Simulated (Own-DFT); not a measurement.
## Calculated data, HfO2 (monoclinic hafnia, atoms displaced)

Computed with Own-DFT development build. A calculation, not a measurement: plane-wave density functional theory by an unreviewed code, no spin, of a simulated periodic cell, stress positive in tension, run twice, with PBE and with PBEsol, both on files made for PBE, so the change isn't that of files made for PBEsol, hafnium file: forces about 75 meV/angstrom off all-electron values; oxygen file: force components 24 meV/angstrom off all-electron in one glass; forces on such cells passed a denser k mesh, this cell's mesh not checked; the far tail of each file's local potential was reset to the Coulomb form; each entry is a single point on an unrelaxed cell, so the pressure reflects the starting lattice, mostly measured values (interpolated for alloys), from which strain is counted, and rises with the displacements; printed positions are rounded, which can move forces by about a meV/angstrom; the program, named Own-DFT, is a retired in-house code; no spin-orbit coupling; stress was not checked against mesh or cutoff.

HfO2 (monoclinic hafnia, atoms displaced)

```
CELL_PARAMETERS angstrom
10.23400 0.00000 0.00000
0.00000 10.35000 0.00000
-1.69550 0.00000 10.44530
ATOMIC_POSITIONS crystal
Hf 0.13785 0.02091 0.10752
Hf 0.36421 0.26923 0.14477
Hf 0.36001 0.48044 0.39445
Hf 0.14016 0.22870 0.35417
O 0.04173 0.16448 0.17570
O 0.46563 0.41630 0.07195
O 0.46276 0.32904 0.32831
O 0.03407 0.08486 0.42342
O 0.22401 0.37802 0.24157
O 0.27536 0.12715 0.01000
O 0.27536 0.12074 0.25728
O 0.22513 0.36988 0.49412
Hf 0.13753 0.01914 0.60420
Hf 0.36112 0.26673 0.64756
Hf 0.36276 0.48162 0.89816
Hf 0.13853 0.23189 0.85494
O 0.03745 0.16834 0.67315
O 0.46165 0.41490 0.57513
O 0.46344 0.33538 0.82710
O 0.03583 0.08483 0.92744
O 0.22520 0.37863 0.74189
O 0.27594 0.12934 0.50742
O 0.27443 0.12319 0.75908
O 0.22278 0.37322 0.99031
Hf 0.13983 0.51856 0.10500
Hf 0.36485 0.76898 0.14608
Hf 0.36110 0.98287 0.39910
Hf 0.13705 0.72861 0.35410
O 0.03634 0.66524 0.17555
O 0.46231 0.91596 0.07736
O 0.46196 0.83603 0.32797
O 0.03666 0.58104 0.42248
O 0.22578 0.88124 0.23947
O 0.27706 0.62878 0.01488
O 0.27775 0.61900 0.26164
O 0.22549 0.86922 0.48822
Hf 0.14214 0.51895 0.60424
Hf 0.36165 0.77489 0.64652
Hf 0.36616 0.97896 0.89816
Hf 0.13192 0.73104 0.85050
O 0.03511 0.66464 0.67178
O 0.46058 0.91386 0.57601
O 0.46364 0.83201 0.82823
O 0.03803 0.58734 0.92111
O 0.22806 0.88154 0.73733
O 0.27409 0.62759 0.50509
O 0.27571 0.62202 0.76026
O 0.22617 0.86945 0.99004
Hf 0.63642 0.02214 0.10259
Hf 0.86018 0.27175 0.14237
Hf 0.86459 0.47671 0.39549
Hf 0.63718 0.22694 0.35294
O 0.53555 0.16377 0.17165
O 0.96484 0.41558 0.07878
O 0.96289 0.33471 0.32465
O 0.53745 0.08433 0.41956
O 0.72715 0.37835 0.24104
O 0.77499 0.13029 0.00928
O 0.77460 0.12075 0.26062
O 0.72515 0.37010 0.48821
Hf 0.63584 0.01828 0.60247
Hf 0.86499 0.26653 0.64403
Hf 0.86595 0.48252 0.89981
Hf 0.64047 0.22932 0.85827
O 0.54007 0.16901 0.67399
O 0.95982 0.41363 0.57773
O 0.95865 0.33385 0.82917
O 0.53451 0.08440 0.92516
O 0.72436 0.38071 0.74057
O 0.77122 0.12859 0.50840
O 0.77281 0.12214 0.75875
O 0.72126 0.36642 0.99079
Hf 0.63714 0.51964 0.10649
Hf 0.86157 0.76596 0.14378
Hf 0.86408 0.97493 0.40006
Hf 0.63449 0.73015 0.35445
O 0.53513 0.66704 0.17268
O 0.96635 0.91490 0.07757
O 0.96735 0.83443 0.32601
O 0.53672 0.58533 0.42308
O 0.72632 0.87732 0.24086
O 0.77415 0.62770 0.00950
O 0.77581 0.62500 0.26017
O 0.72482 0.86857 0.48992
Hf 0.63888 0.52068 0.60139
Hf 0.86039 0.76911 0.64720
Hf 0.86240 0.98039 0.89824
Hf 0.63671 0.73041 0.85572
O 0.53332 0.66657 0.67202
O 0.96396 0.91478 0.57995
O 0.96078 0.83696 0.82588
O 0.53604 0.58302 0.92290
O 0.72241 0.87843 0.73894
O 0.77759 0.63214 0.50943
O 0.77954 0.62118 0.76116
O 0.72150 0.87309 0.99184
```

* functional: PBE, then PBEsol
* potential files: PseudoDojo norm-conserving, scalar-relativistic, standard set
* wave cutoff: 72 hartree
* occupations: Fermi-Dirac
* smearing width: 0.1 eV
* k mesh: 2 x 2 x 2 centred on Gamma
* PBE pressure: 4.08 GPa
* PBE stress xx: -4.23 GPa
* PBE stress yy: -3.94 GPa
* PBE stress zz: -4.06 GPa
* PBE stress yz: 0.11 GPa
* PBE stress xz: -0.19 GPa
* PBE stress xy: -0.16 GPa
* PBEsol pressure: -2.38 GPa
* PBEsol stress xx: 2.25 GPa
* PBEsol stress yy: 2.47 GPa
* PBEsol stress zz: 2.41 GPa
* PBEsol stress yz: 0.11 GPa
* PBEsol stress xz: 0.16 GPa
* PBEsol stress xy: -0.16 GPa
* rms change of force components from PBE to PBEsol: 0.037 eV/Å

Force:
```
force element  PBE force x (eV/Å)  PBE force y (eV/Å)  PBE force z (eV/Å)  PBEsol force x (eV/Å)  PBEsol force y (eV/Å)  PBEsol force z (eV/Å)
           Hf               0.564              -0.593              -0.559                  0.555                 -0.524                 -0.566
           Hf               -0.34              -0.067               0.169                 -0.338                 -0.032                  0.198
           Hf               0.423              -0.523               0.699                  0.396                 -0.549                  0.711
           Hf              -0.483               0.208              -0.092                 -0.461                  0.149                 -0.123
            O               -1.41               0.876              -0.181                 -1.348                  0.861                 -0.126
            O              -0.076               -0.42               1.012                  -0.08                 -0.383                  0.934
            O               0.022               0.342              -0.352                  0.014                  0.314                 -0.402
            O               0.009              -0.134                0.22                  0.023                 -0.152                  0.264
            O               0.028               0.068              -0.263                  0.086                  0.066                 -0.256
            O               0.274               0.482              -0.001                  0.209                  0.468                  0.006
            O               0.454               0.223               0.608                  0.374                  0.224                  0.596
            O              -0.338              -0.069              -0.522                 -0.266                 -0.056                 -0.506
           Hf              -0.021               0.316              -0.114                 -0.015                  0.353                 -0.134
           Hf               0.779               0.907               0.109                  0.751                  0.937                  0.132
           Hf              -0.047              -0.041              -0.891                 -0.041                 -0.093                 -0.842
           Hf              -0.356              -0.319               0.196                 -0.335                 -0.355                  0.166
            O               0.068              -0.354              -0.025                   0.07                 -0.327                  0.023
            O               0.542               0.307               0.132                  0.519                  0.316                  0.077
            O               0.287              -0.356               0.181                  0.267                 -0.362                  0.136
            O              -0.263               0.202              -0.637                 -0.252                  0.178                 -0.571
            O               -0.36               0.106              -0.083                  -0.29                  0.093                 -0.084
            O              -0.036              -0.273                0.33                 -0.096                 -0.274                  0.316
            O               0.156              -0.354               0.223                  0.089                 -0.328                  0.209
            O              -0.029              -0.225               0.113                   0.03                  -0.21                   0.11
           Hf               0.249               0.537               0.366                  0.262                  0.567                   0.34
           Hf              -1.126               0.597               0.056                 -1.102                  0.628                  0.074
           Hf               0.012              -0.539              -1.305                  0.001                 -0.579                 -1.253
           Hf                0.35               0.039              -0.126                  0.343                 -0.013                 -0.147
            O              -0.048              -0.326              -0.573                 -0.041                 -0.299                 -0.507
            O               0.745               0.296               0.067                  0.718                  0.305                  0.006
            O               0.512              -0.286               0.131                  0.496                 -0.299                   0.08
            O              -0.114              -0.024               0.094                 -0.102                 -0.037                   0.14
            O              -0.143              -0.412               0.236                 -0.081                 -0.397                  0.229
            O              -0.036              -0.319              -0.382                 -0.091                 -0.325                 -0.359
            O              -0.129               0.246              -0.372                 -0.189                  0.236                 -0.357
            O              -0.469               0.372               0.261                 -0.391                   0.37                   0.26
           Hf              -0.486               0.022              -0.029                 -0.457                  0.067                 -0.056
           Hf              -0.201              -1.613              -0.235                 -0.197                  -1.52                 -0.203
           Hf              -1.222              -0.011              -0.127                 -1.193                 -0.061                 -0.086
           Hf               1.179               0.352               0.497                  1.143                  0.286                  0.459
            O              -0.152               0.233              -0.043                 -0.143                  0.248                  0.017
            O               1.052               1.032               0.122                  1.013                   1.02                   0.07
            O               0.294               0.122               0.098                  0.281                  0.107                  0.043
            O              -0.627              -0.671               0.479                 -0.608                 -0.664                  0.506
            O              -0.547               0.025               0.196                 -0.464                  0.023                  0.176
            O               0.136               0.219               0.839                  0.064                  0.198                  0.808
            O               -0.14               0.053               0.003                 -0.201                  0.051                      0
            O              -0.173              -0.045              -0.516                 -0.098                 -0.039                 -0.503
           Hf               0.617              -0.863               0.965                  0.605                 -0.794                  0.912
           Hf               0.278              -0.634               1.037                  0.248                 -0.557                  1.038
           Hf              -0.499               0.472               0.205                 -0.486                  0.401                  0.225
           Hf               0.638               0.544               0.372                  0.628                  0.475                  0.346
            O              -0.523                 0.6                -0.1                 -0.505                  0.599                 -0.053
            O               0.268               0.381              -0.178                   0.25                  0.384                 -0.224
            O                0.82              -0.561               0.043                  0.783                 -0.554                 -0.006
            O              -0.944              -0.867               0.462                 -0.913                 -0.853                    0.5
            O              -0.413               0.265              -0.605                 -0.331                  0.253                 -0.599
            O               0.179              -0.336               0.185                  0.105                 -0.324                  0.176
            O               0.292              -0.131              -0.176                   0.21                 -0.117                 -0.175
            O              -0.308               0.052              -0.133                 -0.234                  0.053                 -0.133
           Hf               0.338               0.668               0.385                  0.346                  0.706                  0.355
           Hf              -1.427               0.622               0.377                 -1.395                  0.661                  0.392
           Hf              -0.799              -0.546              -1.199                 -0.779                 -0.579                 -1.156
           Hf              -0.203                0.57              -1.463                  -0.18                  0.513                 -1.449
            O              -0.709               -0.41              -0.382                 -0.686                  -0.39                 -0.323
            O               1.253                0.74               -0.04                  1.206                  0.724                 -0.095
            O               1.085              -0.496               0.145                  1.054                 -0.491                  0.095
            O               0.055               0.087               -0.25                  0.063                  0.063                 -0.182
            O              -0.098              -0.011              -0.079                 -0.036                 -0.017                 -0.078
            O                0.49              -0.317                0.36                  0.411                 -0.312                  0.352
            O               0.478              -0.542               0.449                  0.398                 -0.519                  0.444
            O               0.371               0.915               0.409                  0.422                  0.882                  0.403
           Hf               0.278               0.128              -0.211                  0.273                  0.172                 -0.241
           Hf              -0.077               0.982               0.774                 -0.087                  0.999                  0.794
           Hf              -0.341               0.477              -1.133                 -0.333                  0.417                 -1.082
           Hf               0.713               0.342              -0.024                  0.706                  0.288                 -0.046
            O               0.166              -0.302              -0.087                  0.164                 -0.279                 -0.035
            O              -0.413               -0.24              -0.078                 -0.411                 -0.215                 -0.126
            O              -0.091               -0.02               0.216                 -0.097                 -0.041                  0.172
            O              -0.568              -0.521              -0.257                 -0.543                 -0.517                 -0.203
            O              -0.168               0.205              -0.227                 -0.101                  0.188                 -0.219
            O               0.119              -0.014               0.214                  0.057                 -0.016                  0.214
            O               0.007              -0.654               0.019                 -0.053                 -0.628                  0.008
            O              -0.257               0.359               0.199                 -0.184                  0.355                  0.195
           Hf              -0.242              -0.492               0.676                 -0.233                 -0.435                  0.634
           Hf              -0.359               -0.31              -0.338                 -0.364                 -0.262                  -0.31
           Hf              -0.007               0.328              -0.138                 -0.002                  0.275                 -0.104
           Hf               0.208              -0.391              -0.631                  0.202                 -0.423                 -0.643
            O               0.321              -0.041               0.151                  0.323                  -0.02                  0.198
            O               0.496               0.348              -0.028                  0.476                  0.355                 -0.084
            O               0.638               -0.37               0.139                  0.615                 -0.382                  0.088
            O               0.051               0.205               0.112                  0.054                  0.187                  0.163
            O              -0.221               0.071               0.097                 -0.152                  0.062                  0.088
            O               -0.19              -0.458               0.074                 -0.256                 -0.445                  0.083
            O              -0.305               0.291               0.106                  -0.35                  0.296                  0.104
            O               0.238              -0.333              -0.426                  0.292                 -0.322                  -0.42
```
